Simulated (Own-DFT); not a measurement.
# Shaking the atoms of beta-Si3N4, 112 atoms (N64Si48)

Calculated results; nothing here was measured. They come from Own-DFT, an in-house plane-wave density functional program, since retired, whose code no person has reviewed. Each row is one single-point run on a periodic cell that was not relaxed, without spin or spin-orbit coupling.

Settings of every run: PBE; PseudoDojo norm-conserving scalar-relativistic files; cutoff 42 hartree; 2 x 2 x 4 k mesh centred on Gamma; Fermi-Dirac smearing of 0.1 eV.

Known limits, some of them of some rows only: some atoms lie very close together; forces on such cells moved up to 12 meV/angstrom on a denser k mesh; stress not checked against mesh or cutoff.

Cell vectors in Å: (15.212, 0.000, 0.000); (-7.606, 13.174, 0.000); (0.000, 0.000, 5.818). In each run every atom was moved at random and independently from its ideal site; u is the rms move along one axis. E is the free energy for each atom above the fitted value at u = 0, and F the rms of the force components.

| run | u (Å) | E (meV/atom) | F (eV/Å) | largest force (eV/Å) | P (GPa) |
|---|---|---|---|---|---|
| 1 | 0.0200 | 17.2 | 0.881 | 3.16 | 5.53 |
| 2 | 0.0208 | 20.2 | 0.924 | 3.38 | 5.59 |
| 3 | 0.0482 | 107.2 | 1.982 | 9.17 | 8.14 |
| 4 | 0.0511 | ? | ? | ? | ? |
| 5 | 0.0951 | 393.1 | 4.008 | 20.65 | 14.74 |
| 6 | 0.1011 | 410.5 | 3.945 | 19.34 | 13.96 |
| 7 | 0.1030 | 544.6 | 5.407 | 31.66 | 19.96 |
| 8 | 0.1467 | 1093.7 | 8.386 | 38.34 | 33.20 |

## Worked fit

For small independent moves the energy grows as E = (3/2) K u², with K the mean stiffness felt by one atom. The runs with u up to 0.11 Å give K = 30.1 ± 1.6 eV/Å², with residuals divided by u² + 0.0006 Å², since the noise grows with the moves. The scatter is 12.0 meV/atom at u = 0.05 Å. The forces follow F = G u with G = 44.1 eV/Å²; no force at u = 0 is resolved. G exceeds K because the moves of its neighbours add to the force on an atom, and stiffness differs between atoms. At u = 0.147 Å the parabola gives 973 meV/atom and the run 1094. The pressure follows P = 5.16 + 1119 u² GPa: at fixed volume, shortened bonds push harder than stretched ones pull.

## Withheld run

Question: what energy and rms force should run 4 give?

The fit gives 118 ± 14 meV/atom and about 2.25 eV/Å. The calculation gave 117.2 meV/atom and 2.102 eV/Å.
